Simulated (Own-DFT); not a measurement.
# Response to strain: wurtzite GaN, 72 atoms (Ga36N36)

These are calculations, not measurements. The program, named Own-DFT, is a retired in-house plane-wave density functional code that no person has reviewed. Each row is one single-point run on a periodic cell that was not relaxed, without spin or spin-orbit coupling.

Settings of every run: PBE; PseudoDojo norm-conserving scalar-relativistic files (stringent for Ga); cutoff 96 hartree; 4 x 4 x 3 k mesh centred on Gamma; Gaussian smearing of 0.01 eV.

Known limits: forces not confirmed at this smearing and k mesh; stress not checked against mesh or cutoff.

Unstrained cell vectors in Å: (9.567, 0.000, 0.000); (-4.784, 8.285, 0.000); (0.000, 0.000, 10.370). The unstrained cell has measured lattice constants (interpolated for alloys), not those of this functional. That, the random moves and any unrelaxed bonds set the pressure at no strain. Each run strains this cell uniformly, with the atoms carried along. Every atom was also moved at random, by a Gaussian of width 0.05 Å on each axis. Strain is the symmetric tensor, in per cent. Stress is positive in tension, and the pressure is minus a third of its trace.

| run | e_xx (%) | e_yy (%) | e_zz (%) | s_xx (GPa) | s_yy (GPa) | s_zz (GPa) | P (GPa) | E (meV/atom) |
|---|---|---|---|---|---|---|---|---|
| 1 | 0.00 | 0.00 | -1.50 | -8.27 | -7.94 | -15.66 | 10.62 | 35.0 |
| 2 | 0.00 | 0.00 | 1.25 | -7.00 | -6.37 | -2.05 | 5.14 | 23.9 |
| 3 | 0.00 | 0.00 | 3.00 | -5.68 | -4.52 | 5.02 | 1.73 | 16.1 |
| 4 | 0.00 | 0.00 | -1.75 | -7.36 | -9.24 | -15.35 | 10.65 | 29.6 |
| 5 | 0.00 | 0.00 | -1.00 | -8.95 | -7.13 | -10.53 | 8.87 | 16.7 |
| 6 | 0.00 | 0.00 | 2.00 | -5.02 | -5.64 | 1.57 | 3.03 | 0.0 |
| 7 | 0.00 | 0.00 | 1.00 | -5.48 | -5.01 | -3.84 | 4.78 | 7.3 |
| 8 | 0.00 | 0.00 | 2.50 | -4.81 | -5.50 | 3.16 | 2.38 | 9.5 |
| 9 | 0.00 | 0.00 | 0.50 | ? | ? | ? | ? | ? |

E is the free energy for each atom above the lowest run shown.

## Worked fit

The change of volume is close to e_xx + e_yy + e_zz. A straight line through the runs shown gives P = 7.24 - 195 x (fractional change of volume) GPa, with an error of 8 on the slope and a scatter of 0.39 GPa. The strain isn't the same on all axes and the cell isn't cubic, so the slope belongs to this path and is not the bulk modulus.

## Withheld run

Question: what pressure should run 9 give? Its volume changes by 0.50 %.

The line gives 6.3 GPa. The calculation gave 5.48 GPa.
